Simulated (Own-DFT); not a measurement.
# Computed records: In$_{3}$GaAs$_{4}$ (zincblende random alloy, strained, atoms displaced)

A calculation, not a measurement: plane-wave PBE density functional theory by an unreviewed code, no spin, of a simulated periodic cell, stress positive in tension, free energy of the whole cell less one offset for each atom, forces on such cells passed a denser k mesh, this cell's mesh not checked; offsets are fitted by least squares, one for each functional and potential file, so energies compare only between cells with the same atoms and settings and are not formation energies; the far tail of each file's local potential was reset to the Coulomb form; each entry is a single point on an unrelaxed cell, so the pressure reflects the starting lattice, mostly measured values, from which strain is counted, and rises with the displacements; printed positions are rounded, which can move forces by about a meV/angstrom; the program is a retired in-house code; no spin-orbit coupling. Program: Own-DFT development build.

Settings shared by all entries: functional PBE; potential files PseudoDojo norm-conserving, scalar-relativistic, standard set; wave cutoff 42 hartree; occupations Fermi-Dirac; smearing width 0.1 eV; k mesh 3 x 3 x 3 centred on Gamma.

(1) In$_{3}$GaAs$_{4}$ (zincblende random alloy, strained, atoms displaced)

```
In3GaAs4
1.0
     11.7374     0.0000     0.0000
      0.0000    11.7374     0.0000
      0.0000     0.0000    12.0731
In Ga In As Ga In As In Ga As Ga In Ga As In As In As In Ga As In Ga As
1 1 2 4 1 3 4 3 1 4 1 2 1 4 4 4 4 4 2 2 4 3 1 4
Direct
  0.99304 0.99677 0.99759
  0.00105 0.24998 0.24445
  0.25138 0.99932 0.25192
  0.25105 0.24529 0.99976
  0.12946 0.12665 0.12898
  0.12560 0.37813 0.38477
  0.37795 0.12070 0.37545
  0.37226 0.37431 0.12476
  0.99503 0.00015 0.49927
  0.99985 0.25268 0.75197
  0.24976 0.00381 0.74811
  0.25481 0.24831 0.50666
  0.12051 0.11800 0.62807
  0.12822 0.36713 0.87236
  0.37421 0.12391 0.88532
  0.37813 0.37104 0.62970
  0.99691 0.50157 0.00044
  0.99711 0.75090 0.24486
  0.25155 0.49606 0.24843
  0.24948 0.75142 0.99359
  0.12435 0.62158 0.12777
  0.12373 0.86658 0.36653
  0.36924 0.61969 0.37738
  0.38252 0.87084 0.12541
  0.99803 0.50167 0.50028
  0.99915 0.74627 0.75388
  0.24482 0.50083 0.74386
  0.25169 0.75150 0.50795
  0.12318 0.62302 0.62321
  0.12256 0.87778 0.87994
  0.37963 0.62060 0.87413
  0.37557 0.87691 0.62054
  0.50809 0.00243 0.00046
  0.49640 0.25239 0.24865
  0.74254 0.99750 0.24495
  0.75630 0.24475 0.00324
  0.62317 0.12767 0.12727
  0.61895 0.37764 0.37182
  0.87719 0.12431 0.37015
  0.87335 0.37124 0.13731
  0.49745 0.00183 0.50699
  0.49837 0.24776 0.75114
  0.75101 0.00281 0.75284
  0.74598 0.24925 0.49959
  0.62284 0.12015 0.62807
  0.62615 0.37759 0.87399
  0.87246 0.13028 0.87705
  0.87760 0.37172 0.62565
  0.49854 0.49374 0.00337
  0.49594 0.74233 0.24772
  0.75324 0.50160 0.25047
  0.75616 0.75594 0.99790
  0.62454 0.61386 0.13314
  0.62039 0.87674 0.37879
  0.87577 0.62791 0.37666
  0.86804 0.87632 0.12855
  0.50022 0.50454 0.49526
  0.49853 0.75281 0.75292
  0.75019 0.49335 0.75101
  0.74749 0.74862 0.49966
  0.62145 0.63026 0.62185
  0.62137 0.87176 0.86641
  0.87524 0.62460 0.88012
  0.87494 0.87260 0.62634
```

```
free energy of cell above offsets : -24.755 eV
pressure                          : 5.69 GPa
stress xx                         : -6.08 GPa
stress yy                         : -6.03 GPa
stress zz                         : -4.98 GPa
stress yz                         : 0.02 GPa
stress xz                         : -0.34 GPa
stress xy                         : 0.44 GPa
```

Force:
```tsv
element	x (eV/Å)	y (eV/Å)	z (eV/Å)
In	0.258	0.642	0.836
Ga	0.449	-0.027	1
In	0.182	-0.551	-0.156
In	-0.433	0.613	0.47
As	-1.382	0.049	0.073
As	-1.068	-0.435	-0.613
As	-0.219	0.558	0.112
As	-0.166	-0.399	-0.221
Ga	0.262	-0.433	-0.305
In	0.091	-0.621	-0.341
In	0.319	-0.537	0.666
In	-0.515	-0.387	-0.334
As	-0.766	0.187	-1.162
As	-0.119	1.077	0.626
As	0.503	-0.48	-1.273
As	0.102	0.871	-0.463
In	0.485	-1.017	0.417
In	-0.13	-0.557	-0.054
In	-0.664	0.037	0.525
Ga	0.247	-0.277	0.557
As	0.735	0.807	-1.103
As	0.352	0.713	2.307
As	-0.71	1.375	0.483
As	-1.263	0.084	-1.125
Ga	-0.062	-0.084	-0.082
In	0.256	0.289	-0.169
In	0.601	-0.352	0.64
Ga	-0.394	-0.259	-0.853
As	-0.32	0.576	-1.205
As	0.999	-0.839	-0.225
As	-1.242	0.563	0.491
As	-1.101	-0.997	0.539
In	-0.226	-0.777	0.005
In	-0.068	-0.223	0.271
In	-0.027	0.31	1.21
In	-0.925	1.135	0.426
As	0.084	0.315	-0.192
As	1.361	0.326	-0.378
As	0.64	-0.009	0.09
As	0.213	0.477	0.019
In	0.45	-0.018	-0.898
In	0.254	-0.24	0.672
In	0.239	-0.415	-0.222
In	0.082	-0.049	-0.362
As	0.338	0.677	0.069
As	-0.12	-1.007	0.676
As	0.607	-0.658	-0.554
As	0.2	0.871	-0.997
In	0.378	0.374	-0.173
In	0.424	0.017	0.969
Ga	-0.112	-0.196	0.657
Ga	-0.777	-0.525	0.156
As	1.431	0.655	-0.839
As	0.519	-0.985	0.202
As	-0.739	-0.759	0.551
As	-0.101	-0.686	-1.255
In	-0.113	-0.46	0.762
In	-0.698	-0.719	-0.947
In	0.095	1.125	-0.612
Ga	0.015	0.324	-0.054
As	1.044	0	0.002
As	1.525	0.292	1.861
As	-1.179	0.523	-0.012
As	-0.103	0.117	-1.158
```

(2) In$_{3}$GaAs$_{4}$ (zincblende random alloy, strained, atoms displaced)

```
In3GaAs4
1.0
     11.7374     0.0000     0.0000
      0.0000    11.7374     0.0000
      0.0000     0.0000    12.0731
Ga In As In As In Ga As In Ga As In As In As In As In Ga As
2 2 4 4 4 2 2 4 3 1 4 4 4 4 4 4 4 1 3 4
Direct
  0.00037 0.99483 0.00316
  0.00291 0.24608 0.25498
  0.24863 0.00777 0.25332
  0.25557 0.25781 0.00303
  0.12614 0.12546 0.12811
  0.12770 0.37843 0.37380
  0.37467 0.12153 0.37853
  0.37461 0.37484 0.12922
  0.99514 0.99924 0.50158
  0.99817 0.25133 0.74054
  0.25730 0.00308 0.74744
  0.25127 0.25346 0.49219
  0.11884 0.11612 0.62310
  0.12625 0.37100 0.87893
  0.37595 0.12237 0.88085
  0.38019 0.37795 0.62399
  0.00394 0.50256 0.00585
  0.99726 0.74904 0.25368
  0.24574 0.49768 0.25760
  0.25133 0.75000 0.99633
  0.12868 0.62284 0.12158
  0.12453 0.87823 0.37306
  0.36876 0.62468 0.37478
  0.38797 0.87323 0.12226
  0.00234 0.49557 0.50301
  0.99748 0.76032 0.74668
  0.24612 0.49198 0.75586
  0.25627 0.74689 0.49573
  0.12597 0.62171 0.61883
  0.12323 0.87594 0.87422
  0.37519 0.62959 0.87485
  0.37207 0.87780 0.62210
  0.50470 0.00332 0.00077
  0.49704 0.24350 0.24676
  0.74440 0.99629 0.25281
  0.73812 0.24541 0.00140
  0.62117 0.11769 0.13583
  0.63002 0.37578 0.37293
  0.88231 0.12798 0.37098
  0.88057 0.37250 0.12071
  0.49778 0.00557 0.50237
  0.50507 0.25345 0.74778
  0.74873 0.99846 0.74840
  0.75467 0.25031 0.49952
  0.62499 0.12292 0.62161
  0.62431 0.37029 0.87497
  0.87347 0.12826 0.87339
  0.87764 0.37690 0.62924
  0.49869 0.50216 0.99797
  0.49219 0.75275 0.25351
  0.74483 0.50136 0.25066
  0.75208 0.75550 0.99941
  0.62078 0.63115 0.12624
  0.63241 0.88055 0.37805
  0.87894 0.62214 0.37814
  0.87707 0.87850 0.12276
  0.49535 0.48538 0.50580
  0.49859 0.74959 0.75613
  0.75475 0.50241 0.75210
  0.75857 0.74459 0.50743
  0.62780 0.63093 0.62701
  0.62266 0.87331 0.87500
  0.87317 0.63312 0.86662
  0.88106 0.87785 0.62313
```

```
free energy of cell above offsets : -24.180 eV
pressure                          : 5.83 GPa
stress xx                         : -6.14 GPa
stress yy                         : -6.11 GPa
stress zz                         : -5.26 GPa
stress yz                         : 0.83 GPa
stress xz                         : -0.14 GPa
stress xy                         : -0.32 GPa
```

Force:
```tsv
element	x (eV/Å)	y (eV/Å)	z (eV/Å)
Ga	0.133	0.693	-0.361
Ga	0.209	0.534	-0.734
In	0.444	-1.21	-0.711
In	-0.477	-1.01	0.001
As	-1.254	0.4	-0.716
As	-0.654	-0.421	-1.208
As	0.16	0.626	-0.339
As	-0.177	1.349	0.846
In	0.45	-0.009	-1.227
In	0.732	-0.616	1.212
In	-0.764	-0.033	0.528
In	-0.194	-0.454	1.173
As	1.172	1.19	0.037
As	-0.901	-0.209	-0.252
As	0.16	0.865	-0.587
As	-2.003	-1.558	1.49
In	-0.677	0.077	-1.321
In	0.506	0.064	-0.558
Ga	0.303	0.475	-0.86
Ga	0.04	0.325	0.364
As	1.398	0.782	0.97
As	0.668	-0.865	0.893
As	-0.218	-0.724	0.338
As	-2.428	0.264	-0.589
In	-0.185	0.174	-0.301
In	0.986	-1.187	-0.073
In	0.341	0.975	-0.604
Ga	-0.845	0.375	0.284
As	0.953	1.202	0.495
As	0.637	0.317	1.293
As	-0.383	0.517	-0.311
As	0.533	-1.918	0.004
In	0.065	-0.369	-0.273
In	-0.051	0.754	0.978
In	1.676	0.401	-0.271
In	0.939	-0.236	0.591
As	0.449	0.519	-1.028
As	-0.917	-0.725	0.288
As	-0.265	0.165	-0.37
As	-0.425	-0.778	1.242
In	0.4	-0.943	-0.207
In	-0.576	-0.898	0.027
In	0.12	-0.059	0.203
In	0.004	-0.019	-0.023
As	0.448	0.562	0.345
As	0.675	1.664	-0.488
As	0.6	-0.801	0.787
As	-1.48	0.926	-0.028
In	0.184	-0.042	0.293
In	1.027	-0.221	0.774
In	0.895	0.31	-0.805
In	-0.203	-0.523	0.084
As	0.324	-0.187	-0.124
As	-0.647	-1.935	1.563
As	-1.069	0.307	0.516
As	0.4	0.387	0.023
In	1.763	2.4	-1.716
Ga	0.077	0.285	-0.607
Ga	-0.409	0.101	-0.05
Ga	-0.123	0.424	-0.43
As	-0.053	-0.332	0.433
As	-0.443	-0.209	-0.801
As	-0.057	-1.304	0.433
As	-1.993	-0.613	-0.536
```

(3) In$_{3}$GaAs$_{4}$ (zincblende random alloy, strained, atoms displaced)

```
In3GaAs4
1.0
     11.7374     0.0000     0.0000
      0.0000    11.7374     0.0000
      0.0000     0.0000    12.0731
In Ga In As In Ga As In Ga As In Ga As In As Ga In As Ga In As In As
2 1 1 4 2 2 4 3 1 4 2 2 4 4 4 1 3 4 1 3 4 4 4
Direct
  0.00299 0.99717 0.99947
  0.00043 0.25840 0.25312
  0.25533 0.00635 0.25340
  0.25299 0.26147 0.99983
  0.12062 0.12297 0.12548
  0.12080 0.37073 0.37312
  0.37832 0.12073 0.37385
  0.36765 0.37774 0.12380
  0.99957 0.99888 0.49814
  0.00227 0.25014 0.75065
  0.25046 0.00014 0.75315
  0.24189 0.25104 0.50400
  0.12451 0.12199 0.63287
  0.12654 0.37871 0.87475
  0.37745 0.12810 0.87634
  0.37281 0.37558 0.62495
  0.00738 0.50141 0.99710
  0.99831 0.75567 0.24762
  0.25063 0.49996 0.25212
  0.25530 0.74392 0.00472
  0.11736 0.62568 0.12747
  0.12532 0.87725 0.37689
  0.37474 0.61721 0.37422
  0.37724 0.88299 0.12123
  0.99551 0.49330 0.50122
  0.00449 0.75201 0.75474
  0.25363 0.50123 0.75327
  0.24427 0.75714 0.50245
  0.12527 0.62482 0.62726
  0.12562 0.87874 0.86868
  0.37287 0.62379 0.87533
  0.37402 0.87977 0.61898
  0.50257 0.99615 0.00047
  0.49838 0.24683 0.25696
  0.74960 0.00242 0.24489
  0.74722 0.25273 0.99661
  0.62723 0.12877 0.12153
  0.62564 0.36954 0.37555
  0.88290 0.12872 0.37669
  0.88121 0.37511 0.12651
  0.49586 0.99671 0.49735
  0.50000 0.25372 0.75084
  0.75650 0.99986 0.74442
  0.75089 0.25435 0.50386
  0.62170 0.12795 0.62811
  0.62982 0.37779 0.87528
  0.86628 0.12337 0.87764
  0.87277 0.37490 0.62752
  0.50142 0.50124 0.00516
  0.49411 0.73966 0.25122
  0.74878 0.49355 0.24248
  0.75355 0.75064 0.99666
  0.62851 0.63203 0.12893
  0.62450 0.87651 0.37390
  0.87449 0.62027 0.37475
  0.87522 0.87119 0.12472
  0.50137 0.51029 0.50164
  0.50464 0.75102 0.74981
  0.74702 0.50142 0.74410
  0.74558 0.75481 0.50254
  0.62058 0.62722 0.61841
  0.62425 0.87651 0.87763
  0.87963 0.62601 0.87781
  0.87653 0.87350 0.62745
```

```
free energy of cell above offsets : -24.388 eV
pressure                          : 5.82 GPa
stress xx                         : -6.11 GPa
stress yy                         : -6.14 GPa
stress zz                         : -5.2 GPa
stress yz                         : -0.42 GPa
stress xz                         : -0.25 GPa
stress xy                         : 0.06 GPa
```

Force:
```tsv
element	x (eV/Å)	y (eV/Å)	z (eV/Å)
In	-0.44	0.138	-0.171
In	-0.147	-1.467	-0.799
Ga	-0.552	-0.378	-0.474
In	-0.759	-1.661	-0.315
As	1.236	0.279	0.7
As	1.67	0.397	1.516
As	-1.256	-0.287	1.396
As	2.156	0.636	0.376
In	0.122	0.177	0.623
In	-0.546	-0.086	0.598
Ga	0.427	0.273	-0.139
Ga	0.329	-0.309	-0.079
As	1.158	-0.164	-0.704
As	0.605	0.314	-1.182
As	-0.747	-0.749	-0.361
As	-0.955	0.334	-0.235
In	-0.653	-0.173	0.291
In	0.07	-0.503	1.038
In	-0.865	-0.008	-0.214
Ga	-0.446	0.517	-0.095
As	1.622	0.632	-0.355
As	1.393	-0.128	-0.561
As	-1.236	1.47	1.051
As	-1.616	-1.235	1.12
In	0.544	0.66	-0.021
In	-0.318	-0.413	-0.543
Ga	-0.265	-0.041	-0.387
Ga	0.229	-0.559	-0.084
As	1.057	-0.248	-0.288
As	1.804	-0.122	0.918
As	0.072	-0.406	0.62
As	-0.486	0.07	0.244
In	0.057	1.088	-0.298
In	0.019	0.386	-1.176
In	0.384	0.184	0.586
In	0.632	0.228	0.673
As	-0.597	0.009	0.319
As	-0.182	0.996	0.157
As	-1.101	-0.131	-0.173
As	-0.358	0.037	-1.187
Ga	0.568	0.319	0.081
In	-0.146	0.072	0.164
In	-1.019	0.11	0.312
In	-0.079	-0.97	-0.294
As	-0.321	-1.005	-1.089
As	-1.346	1.023	0.429
As	1.185	0.116	-0.128
As	0.359	-0.155	0.375
Ga	0.053	0.158	-0.144
In	-0.052	1.374	-0.073
In	-0.087	0.297	0.717
In	-0.324	-0.073	0.04
As	-0.514	-1.111	-1.197
As	-0.91	0.475	0.162
As	-0.335	0.522	-0.082
As	-0.263	0.767	-0.321
In	-0.454	-1.924	-0.545
In	-0.786	0.216	0.02
In	0.234	0.677	0.503
In	0.748	-0.193	-0.615
As	0.843	0.408	1.195
As	0.718	-0.09	-0.769
As	-0.499	-0.403	-0.69
As	0.366	-0.367	-0.44
```

(4) In$_{3}$GaAs$_{4}$ (zincblende random alloy, strained, atoms displaced)

```
In3GaAs4
1.0
     11.7374     0.0000     0.0000
      0.0000    11.7374     0.0000
      0.0000     0.0000    12.0731
In Ga In As In Ga In As Ga In As Ga In As In Ga As In Ga As In As In Ga As
2 1 1 4 2 1 1 4 2 2 4 1 3 4 3 1 4 3 1 4 4 4 3 1 4
Direct
  0.00508 0.00532 0.99983
  0.00475 0.24784 0.25365
  0.25021 0.00091 0.25039
  0.25208 0.25416 0.00055
  0.12422 0.13249 0.13036
  0.13075 0.37689 0.37168
  0.38044 0.12546 0.37451
  0.37387 0.37977 0.12785
  0.00146 0.99785 0.50452
  0.00039 0.25606 0.74594
  0.24960 0.00123 0.74698
  0.25344 0.25133 0.50222
  0.12119 0.13034 0.62509
  0.11874 0.36926 0.87767
  0.37224 0.12740 0.87640
  0.36808 0.37126 0.61912
  0.00089 0.50461 0.99679
  0.00403 0.75483 0.24580
  0.26169 0.50727 0.24423
  0.25904 0.75085 0.00235
  0.13586 0.61503 0.12560
  0.13274 0.86685 0.37255
  0.37693 0.62637 0.37062
  0.38055 0.87257 0.12701
  0.00243 0.49765 0.49713
  0.00401 0.75024 0.74437
  0.25646 0.50063 0.74615
  0.24525 0.75465 0.50005
  0.12516 0.62990 0.62063
  0.13178 0.87175 0.87516
  0.36694 0.61849 0.87548
  0.37286 0.87565 0.62493
  0.50047 0.00261 0.99514
  0.49989 0.25257 0.24168
  0.74712 0.99611 0.24917
  0.75149 0.25147 0.99750
  0.62694 0.12023 0.12572
  0.62572 0.37419 0.38036
  0.86943 0.13135 0.37665
  0.88265 0.36626 0.12866
  0.50006 0.99939 0.50305
  0.50049 0.25115 0.74795
  0.74421 0.99640 0.75087
  0.74873 0.24591 0.50723
  0.62071 0.12105 0.61366
  0.61359 0.36985 0.87443
  0.87201 0.12336 0.87310
  0.87760 0.37433 0.63177
  0.50616 0.49967 0.99654
  0.49876 0.75591 0.24656
  0.75366 0.49968 0.25374
  0.74634 0.75190 0.00180
  0.62227 0.62676 0.12556
  0.63495 0.87764 0.37783
  0.86726 0.62939 0.37560
  0.87617 0.86891 0.11857
  0.49994 0.50491 0.51131
  0.49659 0.74837 0.75199
  0.74396 0.50043 0.75064
  0.74997 0.74276 0.50612
  0.62666 0.61928 0.62749
  0.62328 0.86942 0.87203
  0.87520 0.62601 0.87668
  0.86701 0.87698 0.62807
```

```
free energy of cell above offsets : -23.624 eV
pressure                          : 5.9 GPa
stress xx                         : -6.18 GPa
stress yy                         : -6.22 GPa
stress zz                         : -5.31 GPa
stress yz                         : -0.55 GPa
stress xz                         : -0.98 GPa
stress xy                         : 0.06 GPa
```

Force:
```tsv
element	x (eV/Å)	y (eV/Å)	z (eV/Å)
In	-0.048	-0.338	-0.067
In	-0.432	0.217	1.026
Ga	0.174	0.082	0.019
In	-0.213	-0.019	0.301
As	1.381	-1.558	-0.15
As	-0.317	0.872	0.658
As	-0.928	-0.527	-0.739
As	0.729	-0.443	-1.174
In	-0.332	-0.067	-0.94
In	-0.144	-1.047	0.977
Ga	-0.178	0.137	0.257
In	-0.958	-1.001	-1.324
As	1.161	-1.092	0.504
As	0.263	1.655	0.293
As	-0.466	-0.679	-1.125
As	1.302	0.714	1.125
Ga	-0.043	-0.541	0.379
Ga	-0.092	-0.713	0.037
In	-0.554	-0.776	1.475
In	-0.718	-0.131	0.174
As	-2.525	1.466	-1
As	-1.361	1.621	-1.705
As	0.475	0.535	1.298
As	-1.184	1.94	-0.144
Ga	-0.246	0.198	-0.119
In	-0.597	0.291	0.637
In	-1.587	-0.62	-0.085
In	1.304	-0.933	0.061
As	-0.438	-1.682	-0.368
As	0.19	0.922	-0.599
As	1.222	0.451	0.199
As	-0.418	0.512	0.731
In	0.035	-0.292	0.206
In	0.494	-0.13	0.777
In	1.282	0.289	-0.186
Ga	0.014	-0.244	0.265
As	0.406	1.053	-1.121
As	0.203	-0.519	0.534
As	-0.102	-0.31	0.676
As	-0.814	1.17	-1.778
In	-0.574	-0.946	-1.222
In	-0.612	-0.857	-0.878
In	-0.265	0.832	-0.04
Ga	0.232	0.599	-0.448
As	1.322	1.384	1.412
As	2.155	-0.298	0.57
As	-0.332	0.804	0.344
As	-0.97	0.758	-2.237
In	-0.804	0.402	0.614
In	1.056	-0.408	1.347
In	-0.37	-0.596	-0.638
In	0.04	-0.667	-0.331
As	0.376	-0.418	0.177
As	-0.628	-1.558	1.086
As	1.752	0.621	0.775
As	1.031	0.518	1.18
In	-0.516	-0.704	-1.583
In	-0.338	-0.489	-0.222
In	0.823	-0.712	0.956
Ga	-0.02	0.531	-0.229
As	0.294	1.969	-0.292
As	-0.244	0.357	0.39
As	0.467	-0.422	0.228
As	0.184	-1.166	-0.942
```

(5) In$_{3}$GaAs$_{4}$ (zincblende random alloy, strained, atoms displaced)

```
In3GaAs4
1.0
     11.7374     0.0000     0.0000
      0.0000    11.7374     0.0000
      0.0000     0.0000    12.0731
In Ga In As In Ga In As In Ga In As Ga In Ga As In Ga In As In As In As In Ga In As
2 1 1 4 1 1 2 4 2 1 1 4 2 1 1 4 2 1 1 4 4 4 4 4 2 1 1 4
Direct
  0.00714 0.99551 0.99664
  0.00623 0.26016 0.25127
  0.25713 0.99888 0.25344
  0.25359 0.24932 0.99883
  0.12962 0.12523 0.12423
  0.12476 0.36866 0.37766
  0.38725 0.12628 0.37762
  0.37045 0.37622 0.12439
  0.00240 0.99660 0.49881
  0.00486 0.25247 0.75029
  0.25715 0.00258 0.74449
  0.24388 0.25149 0.49905
  0.12330 0.12220 0.62629
  0.11923 0.37152 0.87826
  0.37277 0.11954 0.87700
  0.37014 0.38051 0.62643
  0.00133 0.50370 0.00038
  0.00367 0.74836 0.24658
  0.24698 0.51086 0.25066
  0.25109 0.75874 0.99602
  0.11938 0.62222 0.12836
  0.13012 0.87116 0.37195
  0.37746 0.62556 0.37487
  0.37036 0.88188 0.11726
  0.00508 0.50167 0.49883
  0.99844 0.74892 0.74920
  0.25136 0.49681 0.74619
  0.24601 0.74522 0.49932
  0.12641 0.62700 0.62006
  0.12274 0.88139 0.87506
  0.37372 0.62348 0.87569
  0.37724 0.88058 0.63145
  0.49696 0.99390 0.00548
  0.50088 0.25023 0.24217
  0.75051 0.00027 0.24792
  0.75760 0.24662 0.00588
  0.62385 0.12447 0.12290
  0.61986 0.37841 0.37097
  0.87046 0.12158 0.37336
  0.87198 0.37712 0.11975
  0.49826 0.00037 0.49324
  0.49427 0.24039 0.74904
  0.75226 0.00003 0.75180
  0.75049 0.25371 0.50405
  0.62474 0.12339 0.62165
  0.62094 0.37128 0.86651
  0.87155 0.12896 0.87282
  0.87832 0.37567 0.61932
  0.50708 0.50545 0.99757
  0.50861 0.75129 0.25698
  0.74804 0.49693 0.24249
  0.75466 0.75296 0.00427
  0.63114 0.62206 0.12245
  0.61991 0.86763 0.36908
  0.87605 0.62479 0.37857
  0.86237 0.86886 0.12717
  0.50202 0.50498 0.49875
  0.49805 0.75104 0.75531
  0.75338 0.50632 0.73717
  0.75236 0.74160 0.50554
  0.63074 0.62146 0.62443
  0.62832 0.88584 0.88165
  0.87650 0.62372 0.87108
  0.87566 0.86995 0.62306
```

```
free energy of cell above offsets : -23.569 eV
pressure                          : 5.98 GPa
stress xx                         : -6.29 GPa
stress yy                         : -6.31 GPa
stress zz                         : -5.35 GPa
stress yz                         : -1.08 GPa
stress xz                         : -0.32 GPa
stress xy                         : -0.25 GPa
```

Force:
```tsv
element	x (eV/Å)	y (eV/Å)	z (eV/Å)
In	-1.718	1.002	1.218
In	-1.187	-1.329	-0.938
Ga	-0.141	0.426	-0.039
In	-0.294	0.039	-0.116
As	0.163	-0.678	1.085
As	0.289	2.964	-0.074
As	-2.182	0.396	-1.251
As	-0.148	1.371	0.501
In	-0.236	-0.041	-0.322
Ga	-0.585	-0.193	-0.089
In	-1.165	0.169	0.76
In	1.128	-0.723	0.566
As	-0.559	0.868	0.469
As	0.192	-0.156	-0.972
As	0.346	0.151	0.284
As	1.064	-1.142	-0.949
In	-0.394	-0.374	-0.378
In	-0.991	0.478	0.681
Ga	0.21	-0.919	0.173
In	-0.616	-1.039	0.052
As	1.8	-0.019	-0.289
As	1.066	0.315	0.15
As	-1.599	0.332	-0.1
As	-0.428	-0.821	2.685
Ga	-0.292	-0.117	-0.147
Ga	0.2	0.13	-0.016
In	-1.083	0.571	1.001
Ga	0.607	0.532	-0.045
As	-0.706	0.293	0.092
As	0.251	-1.557	-2.07
As	-0.336	0.087	0.089
As	-0.028	-1.644	-1.925
In	0.625	1.261	-0.679
In	-0.165	0.307	0.31
Ga	-0.459	-0.059	0.193
In	-1.235	0.225	-1.004
As	0.827	-0.841	0.579
As	0.468	-0.434	0.256
As	-0.009	-0.059	-0.625
As	1.028	0.073	0.617
In	0.847	-1.015	0.925
In	-0.009	0.507	-0.336
In	0.042	0.062	-0.697
In	-0.485	-0.223	-0.917
As	0.034	-0.261	0.122
As	1.335	0.646	-0.02
As	1.673	0.145	-0.469
As	1.124	0.941	1.151
In	-0.456	-0.953	-0.109
In	-1.869	-1.259	-2.563
In	0.499	0.129	1.254
In	-0.969	-1.011	-1.743
As	-0.683	0.928	0.147
As	2.693	2.169	1.562
As	0.753	-1.04	-0.33
As	1.714	2.082	1.334
In	-0.246	-0.646	0.325
In	0.834	0.107	0.003
Ga	0.195	-1.016	0.928
In	-0.174	0.866	-0.895
As	-0.759	0.037	1.153
As	-0.089	-1.317	-0.467
As	-0.295	0.306	-1.058
As	0.58	-0.025	0.968
```
